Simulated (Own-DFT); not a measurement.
Simulation results for SiGe3 (diamond-structure random alloy, atoms displaced)

A calculation, not a measurement: plane-wave PBE density functional theory by an unreviewed code, no spin, of a simulated periodic cell, stress positive in tension, free energy of the whole cell less one offset for each atom, forces on such cells passed a denser k mesh, this cell's mesh not checked; offsets are fitted by least squares, one for each functional and potential file, so energies compare only between cells with the same atoms and settings and are not formation energies; the far tail of each file's local potential was reset to the Coulomb form; each entry is a single point on an unrelaxed cell, so the pressure reflects the starting lattice, mostly measured values, from which strain is counted, and rises with the displacements; printed positions are rounded, which can move forces by about a meV/angstrom; the program is a retired in-house code; no spin-orbit coupling. Program: Own-DFT development build.

Common to all runs: functional PBE; potential files PseudoDojo norm-conserving, scalar-relativistic, standard set; wave cutoff 42 hartree; occupations Fermi-Dirac; smearing width 0.1 eV; k mesh 3 x 3 x 3 centred on Gamma.

```yaml
- entry: 1
  formula: SiGe3
  kind: "diamond-structure random alloy, atoms displaced"
  structure:
    cell_angstrom: [[11.2025, 0.0, 0.0], [0.0, 11.2025, 0.0], [0.0, 0.0, 11.2025]]
    atoms_fractional:
      - [Ge, 0.9952, 0.00246, 0.99888]
      - [Ge, 0.99674, 0.25232, 0.25155]
      - [Ge, 0.25259, 0.99898, 0.25049]
      - [Si, 0.24848, 0.24528, 0.00069]
      - [Ge, 0.1306, 0.12561, 0.12508]
      - [Ge, 0.12284, 0.37219, 0.37909]
      - [Si, 0.37328, 0.12893, 0.36959]
      - [Ge, 0.37822, 0.37086, 0.12667]
      - [Si, 0.999, 0.99713, 0.49925]
      - [Si, 0.00066, 0.25229, 0.74962]
      - [Ge, 0.25275, 0.99866, 0.75314]
      - [Ge, 0.24725, 0.24942, 0.50141]
      - [Ge, 0.12588, 0.12343, 0.62205]
      - [Ge, 0.12928, 0.37518, 0.87746]
      - [Ge, 0.37558, 0.12424, 0.87529]
      - [Ge, 0.37427, 0.37953, 0.61957]
      - [Ge, 0.0028, 0.50366, 0.00117]
      - [Si, 0.00216, 0.75099, 0.24655]
      - [Ge, 0.25308, 0.49756, 0.2527]
      - [Si, 0.25232, 0.74881, 0.00219]
      - [Ge, 0.1256, 0.62253, 0.12218]
      - [Ge, 0.12421, 0.87417, 0.3797]
      - [Ge, 0.37277, 0.62279, 0.37391]
      - [Si, 0.37344, 0.87222, 0.12546]
      - [Si, 0.99899, 0.50232, 0.49934]
      - [Si, 0.99996, 0.75002, 0.75113]
      - [Ge, 0.25058, 0.50046, 0.75024]
      - [Ge, 0.2469, 0.74556, 0.49944]
      - [Si, 0.12726, 0.61839, 0.62279]
      - [Si, 0.12731, 0.87404, 0.87706]
      - [Ge, 0.3721, 0.62546, 0.87431]
      - [Ge, 0.37753, 0.87297, 0.62388]
      - [Ge, 0.50062, 0.00273, 0.99932]
      - [Ge, 0.502, 0.25355, 0.25174]
      - [Ge, 0.75453, 0.99972, 0.25282]
      - [Si, 0.74798, 0.24621, 0.00345]
      - [Ge, 0.6237, 0.13023, 0.12682]
      - [Ge, 0.62479, 0.37645, 0.37365]
      - [Si, 0.87746, 0.12574, 0.377]
      - [Ge, 0.87293, 0.37398, 0.121]
      - [Ge, 0.49415, 0.00018, 0.50235]
      - [Si, 0.50203, 0.24643, 0.74748]
      - [Ge, 0.75212, 0.9983, 0.74997]
      - [Ge, 0.7486, 0.24977, 0.50453]
      - [Ge, 0.62324, 0.12439, 0.62701]
      - [Ge, 0.62146, 0.37516, 0.87097]
      - [Ge, 0.87139, 0.12175, 0.87333]
      - [Ge, 0.87496, 0.37426, 0.62604]
      - [Ge, 0.50169, 0.50124, 0.00291]
      - [Ge, 0.5055, 0.74632, 0.24975]
      - [Ge, 0.75021, 0.49621, 0.25141]
      - [Si, 0.74806, 0.75081, 0.00437]
      - [Si, 0.62923, 0.62632, 0.12535]
      - [Ge, 0.62504, 0.87232, 0.37633]
      - [Ge, 0.8751, 0.62763, 0.37517]
      - [Ge, 0.87513, 0.8712, 0.12395]
      - [Ge, 0.50143, 0.49941, 0.50283]
      - [Ge, 0.49683, 0.75291, 0.75376]
      - [Ge, 0.74607, 0.49819, 0.74682]
      - [Ge, 0.75058, 0.7521, 0.50358]
      - [Ge, 0.62449, 0.62061, 0.62531]
      - [Ge, 0.62457, 0.87686, 0.87258]
      - [Ge, 0.87469, 0.62771, 0.87802]
      - [Ge, 0.87783, 0.87598, 0.62804]
  results:
    "free_energy_of_cell_above_offsets [eV]": "-8.255"
    "pressure [GPa]": 3.3
    "stress_xx [GPa]": -3.3
    "stress_yy [GPa]": -3.29
    "stress_zz [GPa]": -3.3
    "stress_yz [GPa]": 0.05
    "stress_xz [GPa]": -0.12
    "stress_xy [GPa]": -0.48
    force_element: [Ge, Ge, Ge, Si, Ge, Ge, Si, Ge, Si, Si, Ge, Ge, Ge, Ge, Ge, Ge, Ge, Si, Ge, Si, Ge, Ge, Ge, Si, Si, Si, Ge, Ge, Si, Si, Ge, Ge, Ge, Ge, Ge, Si, Ge, Ge, Si, Ge, Ge, Si, Ge, Ge, Ge, Ge, Ge, Ge, Ge, Ge, Ge, Si, Si, Ge, Ge, Ge, Ge, Ge, Ge, Ge, Ge, Ge, Ge, Ge]
    "force_x [eV/angstrom]": [1.03, 0.222, 0.187, 0.692, -0.926, -0.261, 0.169, -0.751, -0.173, 0.1, -0.535, 0.703, -0.705, -0.442, 0.042, 0.249, -0.503, 0.071, -0.65, -0.38, 0.57, -0.406, 0.689, 0.5, 0.143, 0.962, -0.159, 0.233, -1.036, -0.315, 0.168, -0.874, -0.267, -0.333, -0.238, -0.002, 0.45, 0.129, -0.076, 0.036, 0.315, -0.806, -0.435, 0.297, -0.016, 0.26, 0.287, 0.638, 0.042, -0.697, 0.093, -0.197, 0.083, -0.04, 0.484, 0.057, -0.14, 0.478, 0.762, -0.042, -0.171, 0.389, -0.389, 0.439]
    "force_y [eV/angstrom]": [-0.577, -0.505, -0.241, 0.589, -0.069, 0.764, -0.191, 0.151, 0.654, -0.398, -0.365, -0.219, -0.296, -0.564, 0.772, -1.136, -0.676, -0.246, -0.385, 0.505, 0.798, 0.034, 0.268, -0.082, -0.159, -0.249, -0.04, -0.024, 0.582, -0.345, 0.181, -0.141, -0.551, -0.613, 0.28, 0.526, -0.713, -0.188, -0.278, -0.107, 0.538, 0.641, 0.078, -0.296, -0.254, -0.778, 1.331, 0.318, 0.232, 0.182, 0.804, -0.142, -0.294, 0.644, 0.017, 0.09, 0.291, -0.658, 0.138, -0.306, 1.087, -0.375, 0.18, -0.216]
    "force_z [eV/angstrom]": [0.019, -0.148, 0.102, -0.152, 0.103, -0.136, 0.693, -0.656, -0.041, 0.201, -0.257, -0.542, 0.694, -0.087, -0.13, 1.014, -0.446, 0.339, -0.405, -0.212, 0.854, -0.709, 0.225, -0.173, 0.264, -0.027, -0.319, 0.489, 0.402, 0.077, 0.667, 0.153, 0.636, 0.323, 0.018, -0.961, 0.118, 0.725, 0.366, -0.082, -1.03, 0.139, -0.29, -0.793, -0.02, 0.613, 0.123, -0.104, -0.108, -0.443, -0.5, -0.464, -0.096, 0.151, -0.192, 0.183, -0.883, -0.449, 0.698, 0.02, 0.233, 0.823, -0.389, -0.219]
- entry: 2
  formula: SiGe3
  kind: "diamond-structure random alloy, atoms displaced"
  structure:
    cell_angstrom: [[11.2025, 0.0, 0.0], [0.0, 11.2025, 0.0], [0.0, 0.0, 11.2025]]
    atoms_fractional:
      - [Si, 0.00014, 0.99938, 0.99932]
      - [Si, 0.00046, 0.24762, 0.25039]
      - [Si, 0.25043, 0.00074, 0.24923]
      - [Ge, 0.25187, 0.252, 0.00405]
      - [Ge, 0.12435, 0.12631, 0.12655]
      - [Si, 0.12568, 0.37701, 0.37609]
      - [Ge, 0.37574, 0.12506, 0.37542]
      - [Ge, 0.37268, 0.37435, 0.12584]
      - [Ge, 0.00362, 0.99776, 0.50311]
      - [Ge, 0.00033, 0.25313, 0.75312]
      - [Si, 0.24778, 0.99946, 0.75151]
      - [Ge, 0.24461, 0.24913, 0.49895]
      - [Si, 0.12507, 0.12827, 0.62645]
      - [Si, 0.12535, 0.37419, 0.87939]
      - [Ge, 0.37717, 0.12756, 0.87545]
      - [Ge, 0.37515, 0.37303, 0.62574]
      - [Ge, 0.00156, 0.4972, 0.99647]
      - [Si, 0.99756, 0.74797, 0.25304]
      - [Ge, 0.25057, 0.5024, 0.2516]
      - [Ge, 0.24886, 0.7499, 0.00078]
      - [Ge, 0.12586, 0.62419, 0.12453]
      - [Ge, 0.12412, 0.87647, 0.37318]
      - [Si, 0.37364, 0.62118, 0.37684]
      - [Ge, 0.37292, 0.87204, 0.12556]
      - [Ge, 0.00262, 0.50457, 0.4977]
      - [Ge, 0.99919, 0.75231, 0.74888]
      - [Ge, 0.24644, 0.50174, 0.74803]
      - [Ge, 0.2504, 0.75161, 0.50019]
      - [Ge, 0.1263, 0.62749, 0.625]
      - [Si, 0.12138, 0.87261, 0.87224]
      - [Ge, 0.37526, 0.62553, 0.87301]
      - [Ge, 0.37526, 0.87461, 0.62273]
      - [Ge, 0.50065, 0.00058, 0.99687]
      - [Ge, 0.49744, 0.24768, 0.25117]
      - [Ge, 0.74866, 0.00586, 0.25418]
      - [Ge, 0.74732, 0.2483, 0.00087]
      - [Ge, 0.62423, 0.12032, 0.12403]
      - [Si, 0.62484, 0.37572, 0.37863]
      - [Ge, 0.87164, 0.12808, 0.36848]
      - [Ge, 0.87551, 0.3793, 0.1202]
      - [Si, 0.50083, 0.99791, 0.50442]
      - [Ge, 0.5035, 0.24602, 0.75172]
      - [Ge, 0.74496, 0.99933, 0.74815]
      - [Ge, 0.75572, 0.24413, 0.49861]
      - [Ge, 0.62065, 0.12451, 0.62402]
      - [Ge, 0.62702, 0.37802, 0.87904]
      - [Ge, 0.87594, 0.12716, 0.87888]
      - [Si, 0.87392, 0.37479, 0.62186]
      - [Ge, 0.50075, 0.50067, 0.00661]
      - [Si, 0.50038, 0.75015, 0.25034]
      - [Ge, 0.74619, 0.50025, 0.25208]
      - [Ge, 0.74706, 0.75057, 0.0017]
      - [Ge, 0.62047, 0.6238, 0.12938]
      - [Ge, 0.625, 0.87696, 0.37709]
      - [Ge, 0.87535, 0.62311, 0.37641]
      - [Si, 0.87514, 0.87273, 0.12544]
      - [Ge, 0.4998, 0.50008, 0.5025]
      - [Ge, 0.49904, 0.75096, 0.7481]
      - [Ge, 0.75124, 0.49731, 0.75264]
      - [Ge, 0.75142, 0.74976, 0.4993]
      - [Ge, 0.6235, 0.62081, 0.62287]
      - [Ge, 0.62514, 0.87197, 0.87696]
      - [Si, 0.87648, 0.62264, 0.87138]
      - [Ge, 0.87734, 0.87612, 0.6279]
  results:
    "free_energy_of_cell_above_offsets [eV]": "-8.151"
    "pressure [GPa]": 3.31
    "stress_xx [GPa]": -3.34
    "stress_yy [GPa]": -3.27
    "stress_zz [GPa]": -3.32
    "stress_yz [GPa]": -0.05
    "stress_xz [GPa]": -0.05
    "stress_xy [GPa]": -0.23
    force_element: [Si, Si, Si, Ge, Ge, Si, Ge, Ge, Ge, Ge, Si, Ge, Si, Si, Ge, Ge, Ge, Si, Ge, Ge, Ge, Ge, Si, Ge, Ge, Ge, Ge, Ge, Ge, Si, Ge, Ge, Ge, Ge, Ge, Ge, Ge, Si, Ge, Ge, Si, Ge, Ge, Ge, Ge, Ge, Ge, Si, Ge, Si, Ge, Ge, Ge, Ge, Ge, Si, Ge, Ge, Ge, Ge, Ge, Ge, Si, Ge]
    "force_x [eV/angstrom]": [0.007, 0.114, 0.046, -0.53, -0.11, -0.462, -0.285, 0.372, -0.292, 0.124, -0.186, 0.203, 0.035, 0.391, -0.802, -0.204, -0.007, 0.03, -0.14, -0.283, -0.677, 0.178, 0.567, 0.319, -0.132, -0.004, 0.153, 0.187, -0.251, 0.406, -0.038, -0.247, -0.355, 0.78, 0.151, 0.254, -0.219, -0.003, 1.531, -0.103, -0.356, -0.203, 0.58, -0.924, 0.483, -0.421, -0.118, 0.427, -0.524, -0.604, 0.228, 0.898, 0.367, -0.46, -0.123, 0.31, -0.318, 0.262, 0.372, -0.012, 0.508, -0.178, -0.097, -0.62]
    "force_y [eV/angstrom]": [-0.55, 1.193, -0.061, -0.135, -0.597, -0.404, -0.857, 0.266, 0.96, 0.16, 0.146, 0.158, -0.553, -0.006, -0.565, -0.176, 0.683, 0.29, -0.376, 0.178, 0.323, -0.208, 0.856, 0.508, -1.032, -0.59, -0.716, -0.394, 0.18, 0.783, -0.184, 0.708, -0.504, 0.58, -1.382, 0.195, 0.549, -0.512, -0.338, -0.83, 0.236, 1.037, 0.195, 1.166, -0.26, -0.403, -0.66, 0.107, -0.103, -0.17, -0.462, -0.696, 0.694, -0.17, 0.436, 0.417, -0.426, -0.246, 0.173, 0.017, 0.61, 0.246, 0.437, 0.079]
    "force_z [eV/angstrom]": [0.177, -0.034, 0.065, -0.707, 0.023, -0.533, 0.387, 0.496, -0.212, -0.477, -0.172, 0.093, 0.47, -0.585, -0.179, 0.104, -0.272, -0.644, 0.311, -0.666, 0.348, -0.479, -0.178, 0.372, 0.453, 0.565, 0.674, -0.662, -0.071, 0.521, 0.308, 0.51, 0.372, 0.044, -1.016, 0.273, 0.187, -0.126, 0.65, 0.964, -0.64, 0.062, 0.499, 0.349, -0.416, -0.102, -0.357, 0.246, -0.771, 0.673, 0.141, 0.07, 0.143, -0.087, -0.54, 0.294, -0.814, 0.026, -0.635, 0.354, 0.544, -0.466, 0.472, -0.4]
- entry: 3
  formula: SiGe3
  kind: "diamond-structure random alloy, atoms displaced"
  structure:
    cell_angstrom: [[11.2025, 0.0, 0.0], [0.0, 11.2025, 0.0], [0.0, 0.0, 11.2025]]
    atoms_fractional:
      - [Ge, 0.99846, 0.00313, 0.99888]
      - [Ge, 0.00139, 0.24617, 0.25226]
      - [Ge, 0.24899, 0.99624, 0.2499]
      - [Ge, 0.24934, 0.25432, 0.99831]
      - [Ge, 0.12318, 0.12531, 0.12429]
      - [Ge, 0.12569, 0.37368, 0.37648]
      - [Ge, 0.37206, 0.12668, 0.37397]
      - [Ge, 0.37738, 0.37227, 0.12898]
      - [Si, 0.00348, 0.99579, 0.50295]
      - [Ge, 0.00036, 0.2486, 0.74816]
      - [Ge, 0.25028, 0.0001, 0.75352]
      - [Ge, 0.25558, 0.25216, 0.50545]
      - [Ge, 0.12359, 0.12807, 0.62282]
      - [Ge, 0.12457, 0.3755, 0.87874]
      - [Si, 0.37734, 0.12511, 0.87503]
      - [Ge, 0.37374, 0.37468, 0.62136]
      - [Si, 0.00479, 0.49998, 0.99924]
      - [Si, 0.00376, 0.75379, 0.24545]
      - [Ge, 0.24745, 0.50095, 0.25127]
      - [Si, 0.25235, 0.75235, 0.00273]
      - [Ge, 0.12678, 0.62694, 0.12192]
      - [Ge, 0.12345, 0.87648, 0.37907]
      - [Ge, 0.3802, 0.62251, 0.37917]
      - [Ge, 0.37312, 0.87266, 0.12294]
      - [Ge, 0.00129, 0.50124, 0.50207]
      - [Si, 0.99988, 0.7509, 0.74998]
      - [Ge, 0.24585, 0.50393, 0.75586]
      - [Ge, 0.24879, 0.75125, 0.50324]
      - [Ge, 0.1265, 0.62655, 0.62331]
      - [Ge, 0.12642, 0.87456, 0.87406]
      - [Ge, 0.37638, 0.62729, 0.87618]
      - [Ge, 0.37559, 0.88036, 0.62391]
      - [Si, 0.49933, 0.00171, 0.99574]
      - [Si, 0.49886, 0.24561, 0.25269]
      - [Ge, 0.74896, 0.00303, 0.25137]
      - [Ge, 0.74732, 0.24933, 0.99966]
      - [Si, 0.63234, 0.12573, 0.12301]
      - [Si, 0.62329, 0.37594, 0.37521]
      - [Ge, 0.87206, 0.12682, 0.37285]
      - [Ge, 0.88036, 0.3716, 0.12207]
      - [Ge, 0.49825, 0.00321, 0.49986]
      - [Ge, 0.49735, 0.25094, 0.74851]
      - [Ge, 0.74649, 0.00369, 0.74806]
      - [Ge, 0.75227, 0.24882, 0.50125]
      - [Ge, 0.62426, 0.12437, 0.62732]
      - [Ge, 0.62172, 0.37845, 0.87273]
      - [Ge, 0.87276, 0.1211, 0.87536]
      - [Ge, 0.87533, 0.37442, 0.62292]
      - [Si, 0.4976, 0.49834, 0.00237]
      - [Si, 0.50394, 0.75117, 0.24881]
      - [Ge, 0.74882, 0.50056, 0.24647]
      - [Si, 0.75114, 0.74894, 0.00351]
      - [Ge, 0.62413, 0.6236, 0.12301]
      - [Ge, 0.62541, 0.87522, 0.3773]
      - [Ge, 0.87489, 0.62574, 0.37282]
      - [Ge, 0.87064, 0.87465, 0.1236]
      - [Si, 0.501, 0.50042, 0.50273]
      - [Si, 0.50262, 0.75074, 0.74808]
      - [Ge, 0.74689, 0.50275, 0.74999]
      - [Ge, 0.75014, 0.75044, 0.49843]
      - [Ge, 0.62669, 0.62449, 0.62484]
      - [Ge, 0.62412, 0.87416, 0.87464]
      - [Ge, 0.87444, 0.62701, 0.87294]
      - [Si, 0.87487, 0.87432, 0.62715]
  results:
    "free_energy_of_cell_above_offsets [eV]": "-8.309"
    "pressure [GPa]": 3.28
    "stress_xx [GPa]": -3.27
    "stress_yy [GPa]": -3.29
    "stress_zz [GPa]": -3.28
    "stress_yz [GPa]": 0.02
    "stress_xz [GPa]": -0.22
    "stress_xy [GPa]": -0.32
    force_element: [Ge, Ge, Ge, Ge, Ge, Ge, Ge, Ge, Si, Ge, Ge, Ge, Ge, Ge, Si, Ge, Si, Si, Ge, Si, Ge, Ge, Ge, Ge, Ge, Si, Ge, Ge, Ge, Ge, Ge, Ge, Si, Si, Ge, Ge, Si, Si, Ge, Ge, Ge, Ge, Ge, Ge, Ge, Ge, Ge, Ge, Si, Si, Ge, Si, Ge, Ge, Ge, Ge, Si, Si, Ge, Ge, Ge, Ge, Ge, Si]
    "force_x [eV/angstrom]": [0.1, 0.002, -0.086, 0.699, 0.499, 0.021, 0.199, 0.1, -1.117, -0.341, 0.201, -0.949, 0.294, -0.466, -0.248, 0.497, -0.724, -0.489, 0.487, -0.324, -0.179, -0.19, -0.1, 0.952, -0.19, -0.107, 0.495, 0.656, -0.568, -0.272, 0.329, 0.146, 0.247, 1.038, -0.222, 0.248, -1.681, -0.24, 0.86, -0.112, 0.221, -0.097, 0.633, -0.854, -0.218, -0.209, -0.005, -0.057, 0.016, -0.364, 0.126, -0.354, -0.285, -0.457, 0.566, 0.559, 0.434, -0.35, 0.606, 0.522, -0.727, 0.063, 0.445, 0.322]
    "force_y [eV/angstrom]": [-0.731, 0.429, 0.351, -0.909, -0.074, -0.026, -0.121, 0.209, 0.511, 0.251, 0.654, -0.451, -0.769, 0.108, 0.077, 1.257, 0.304, -0.202, -0.001, -0.331, 0.189, -0.434, 0.556, 0.29, -0.033, 0.161, -0.356, 0.032, 0.179, -0.48, 0.279, -0.723, 0.29, 0.254, -0.334, 0.304, -0.248, -0.203, -0.783, 0.534, -0.013, -0.189, -1.072, 0.42, 0.506, -0.087, 0.688, 0.333, 0.128, -0.184, -0.671, -0.035, 0.36, 0.091, 0.261, -0.051, -0.503, 0.032, -0.453, 0.156, 0.338, -0.256, 0.026, 0.163]
    "force_z [eV/angstrom]": [0.119, -0.085, -0.041, 0.223, -0.04, 0.194, -0.159, -0.017, 0.052, 0.547, -0.218, -1.008, 0.065, -0.511, 0.237, 0.989, 0.016, 0.397, 0.028, -0.699, 0.023, -0.505, -0.458, 0.146, -0.435, -0.326, -0.585, -0.466, 0.778, 0.43, 0.273, 0.598, 0.645, -0.317, -0.36, -0.303, 0.277, 0.032, 0.855, 0.032, -0.265, 0.29, 0.084, -0.389, -0.519, 0.572, -0.317, 0.512, -0.181, 0.166, 0.385, -0.607, -0.224, -0.466, -0.432, 0.275, -0.317, -0.042, -0.061, 0.439, -0.176, 0.297, 0.624, -0.071]
- entry: 4
  formula: SiGe3
  kind: "diamond-structure random alloy, atoms displaced"
  structure:
    cell_angstrom: [[11.2025, 0.0, 0.0], [0.0, 11.2025, 0.0], [0.0, 0.0, 11.2025]]
    atoms_fractional:
      - [Ge, 0.00155, 0.00318, 0.00236]
      - [Ge, 0.99564, 0.24836, 0.25277]
      - [Ge, 0.24813, 0.00249, 0.24848]
      - [Ge, 0.25223, 0.24503, 0.00445]
      - [Ge, 0.12894, 0.12589, 0.12808]
      - [Ge, 0.12501, 0.37726, 0.37335]
      - [Si, 0.37516, 0.12078, 0.37595]
      - [Ge, 0.37647, 0.37747, 0.1253]
      - [Si, 0.00146, 0.00112, 0.49997]
      - [Si, 0.99941, 0.25017, 0.74846]
      - [Ge, 0.25009, 0.99885, 0.74951]
      - [Si, 0.2491, 0.24713, 0.50157]
      - [Ge, 0.12118, 0.12404, 0.62681]
      - [Ge, 0.1265, 0.3737, 0.87876]
      - [Ge, 0.37197, 0.12417, 0.87225]
      - [Ge, 0.37827, 0.3743, 0.62683]
      - [Ge, 0.99832, 0.50017, 0.99719]
      - [Si, 0.99969, 0.75321, 0.25663]
      - [Ge, 0.25233, 0.50182, 0.24917]
      - [Ge, 0.25192, 0.75152, 0.00179]
      - [Ge, 0.12383, 0.62424, 0.13019]
      - [Ge, 0.12107, 0.87526, 0.37297]
      - [Ge, 0.37242, 0.62748, 0.37958]
      - [Ge, 0.37751, 0.87087, 0.12501]
      - [Ge, 0.00344, 0.49834, 0.50284]
      - [Ge, 0.99786, 0.74796, 0.75023]
      - [Ge, 0.24985, 0.50025, 0.75093]
      - [Ge, 0.24588, 0.75562, 0.49885]
      - [Si, 0.12747, 0.62187, 0.62812]
      - [Ge, 0.12645, 0.8744, 0.87157]
      - [Ge, 0.37572, 0.62221, 0.87531]
      - [Ge, 0.37115, 0.8793, 0.62727]
      - [Si, 0.49717, 0.997, 0.00203]
      - [Ge, 0.4978, 0.25272, 0.25011]
      - [Si, 0.75081, 0.99861, 0.2468]
      - [Ge, 0.75115, 0.25015, 0.99575]
      - [Ge, 0.6272, 0.12357, 0.12177]
      - [Ge, 0.62421, 0.37372, 0.37055]
      - [Si, 0.8731, 0.12511, 0.37057]
      - [Ge, 0.87529, 0.37518, 0.12664]
      - [Ge, 0.50273, 0.99988, 0.49938]
      - [Ge, 0.50022, 0.24964, 0.75277]
      - [Si, 0.75232, 0.99938, 0.74941]
      - [Ge, 0.74882, 0.25342, 0.50561]
      - [Ge, 0.62602, 0.11787, 0.62849]
      - [Ge, 0.62709, 0.37476, 0.87675]
      - [Ge, 0.87128, 0.12304, 0.87387]
      - [Ge, 0.87492, 0.37608, 0.62556]
      - [Si, 0.49733, 0.50187, 0.99687]
      - [Ge, 0.49755, 0.75067, 0.24756]
      - [Ge, 0.74639, 0.50401, 0.24921]
      - [Si, 0.74835, 0.74938, 0.99736]
      - [Si, 0.62736, 0.62913, 0.12928]
      - [Ge, 0.62632, 0.87478, 0.37509]
      - [Si, 0.8753, 0.62085, 0.37342]
      - [Ge, 0.87367, 0.87681, 0.12444]
      - [Ge, 0.50161, 0.50228, 0.50177]
      - [Si, 0.49655, 0.74846, 0.75064]
      - [Ge, 0.74836, 0.50071, 0.75214]
      - [Ge, 0.75264, 0.74912, 0.50168]
      - [Si, 0.62582, 0.62421, 0.62584]
      - [Ge, 0.62424, 0.87648, 0.87811]
      - [Ge, 0.87929, 0.62357, 0.87041]
      - [Ge, 0.87947, 0.87356, 0.62206]
  results:
    "free_energy_of_cell_above_offsets [eV]": "-8.164"
    "pressure [GPa]": 3.3
    "stress_xx [GPa]": -3.32
    "stress_yy [GPa]": -3.3
    "stress_zz [GPa]": -3.28
    "stress_yz [GPa]": 0.26
    "stress_xz [GPa]": -0.4
    "stress_xy [GPa]": -0.03
    force_element: [Ge, Ge, Ge, Ge, Ge, Ge, Si, Ge, Si, Si, Ge, Si, Ge, Ge, Ge, Ge, Ge, Si, Ge, Ge, Ge, Ge, Ge, Ge, Ge, Ge, Ge, Ge, Si, Ge, Ge, Ge, Si, Ge, Si, Ge, Ge, Ge, Si, Ge, Ge, Ge, Si, Ge, Ge, Ge, Ge, Ge, Si, Ge, Ge, Si, Si, Ge, Si, Ge, Ge, Si, Ge, Ge, Si, Ge, Ge, Ge]
    "force_x [eV/angstrom]": [0.094, 0.466, 0.826, 0.087, -0.943, 0.45, -0.265, 0.131, -0.567, -0.153, -0.527, 0.321, 0.173, -0.22, 0.632, -0.612, 0.319, -0.802, -0.063, -0.462, -0.429, -0.058, 0.244, -0.354, -0.249, 0.982, -0.048, -0.147, -0.234, -0.313, 0.088, 0.919, 0.123, -0.083, -0.038, 0.069, -0.457, 0.081, -0.34, -0.309, -0.535, 0.324, -0.017, 0.063, 0.131, -0.736, 0.744, 0.345, 1.045, 0.649, 0.455, 0.278, -0.565, 0.283, 0.404, 0.077, 0.231, 0.581, -0.071, -0.178, -0.316, -0.128, -1.109, -0.286]
    "force_y [eV/angstrom]": [-0.265, 0.064, -0.658, 0.676, 0.269, -0.747, 0.782, 0.158, 0.327, 0.039, 0.469, 0.015, 0.331, -0.509, -0.392, -0.244, -0.037, -0.809, -0.104, -0.515, 0.681, 0.625, 0.022, 1.061, 0.706, 0.013, -0.26, -0.6, 0.614, -0.045, 0.529, -0.843, 0.485, -1.073, 0.417, 0.028, -0.196, 0.324, -0.625, 0.113, -0.029, -0.199, -0.712, -0.864, 0.671, 0.413, 0.205, -0.08, 0.057, -0.522, -0.117, -0.316, -0.15, 0.019, 0.594, -0.744, -0.078, 0.066, 0.142, -0.704, 0.602, -0.188, 0.353, 0.752]
    "force_z [eV/angstrom]": [-0.354, -0.045, 0.547, -0.352, -0.079, 0.359, 0.229, -0.54, -0.617, 0.507, 0.056, -0.368, -0.354, -0.48, 0.753, -0.484, 0.638, -0.676, 0.334, -0.217, -0.302, 0.286, -0.225, -0.183, -0.222, -0.621, -0.128, 0.704, -0.354, 0.616, -0.052, -0.334, -0.267, 0.011, 0.537, 0.673, 0.222, 0.782, 0.937, -0.306, -0.134, -0.158, 0.084, -0.916, 0.096, 0.186, -0.561, 0.491, 0.875, 0.683, 0.01, 0.42, -1.377, -0.426, 0.325, 0.11, -0.091, -0.305, -0.53, -0.337, 0.347, -0.553, 0.881, 0.249]
```
